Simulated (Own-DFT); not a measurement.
# A pressure from energies alone: alpha-quartz SiO2, 70 atoms (O46Si24), with two O vacancies

These are calculations. Each geometry was run twice at fixed positions with Own-DFT, a retired in-house plane-wave program that no person has reviewed: with PBE, and with HSE06 (exact exchange share 0.25 at short range, screening 0.11 per bohr, Gygi-Baldereschi treatment of its divergence). Both used PseudoDojo norm-conserving files made for PBE, a cutoff of 48 hartree, the Gamma point alone, fixed occupations, a neutral cell and no spin. With Gamma alone and a thickness of 8.5 Å, finite-size errors remain in every number. The oxygen file's force components were 24 meV/Å off all-electron values in a glass.

Unstrained cell vectors in Å: (9.827, 0.000, 0.000); (-4.913, 8.510, 0.000); (0.000, 0.000, 10.810), volume V0 = 904.1 Å³, from measured lattice constants. Each geometry has its own random strain of a few per cent, its own defect sites and random moves of rms u per axis. HSE06 gave the energy alone. D is its energy less that of PBE, over the lowest D shown. The PBE stress wasn't checked against mesh or cutoff.

| run | V - V0 (Å³) | u (Å) | P with PBE (GPa) | D (eV) |
|---|---|---|---|---|
| 1 | -16.6 | 0.0322 | 11.48 | 0.285 |
| 2 | -21.6 | 0.0265 | 13.25 | 0.060 |
| 3 | -1.3 | 0.0296 | 8.13 | 0.615 |
| 4 | -1.7 | 0.0292 | 8.45 | 0.585 |
| 5 | -0.4 | 0.0301 | 8.00 | 0.630 |
| 6 | -8.3 | 0.0308 | 9.67 | 0.569 |
| 7 | -27.7 | 0.0293 | 14.29 | 0.000 |
| 8 | 8.8 | 0.0274 | 5.71 | 0.975 |
| 9 | 23.2 | 0.0320 | 2.04 | 1.460 |
| 10 | 14.9 | 0.0284 | 3.80 | 1.129 |
| 11 | 7.3 | 0.0316 | 6.77 | 0.800 |
| 12 | -11.8 | 0.0295 | 10.04 | 0.467 |
| 13 | 3.5 | 0.0284 | 6.94 | 0.795 |
| 14 | 5.0 | 0.0314 | 7.26 | ? |

## Working it out

D = 0.71 + 0.0275 (V - V0) eV, with an error of 0.0015 on the volume slope and a scatter of 0.07 eV. Pressure is -dE/dV, and 1 eV/Å³ is 160.2 GPa, so HSE06 changes the pressure by -4.4 ± 0.2 GPa. Turning this into a change of volume would need the relaxed stiffness: quartz yields by tilting its tetrahedra, which these fixed-ion runs don't allow.

## Prediction

The question: what D should run 14 give?

The fitted form gives 0.85 eV, with rows scattering by 0.07. The calculation gave 0.810 eV.
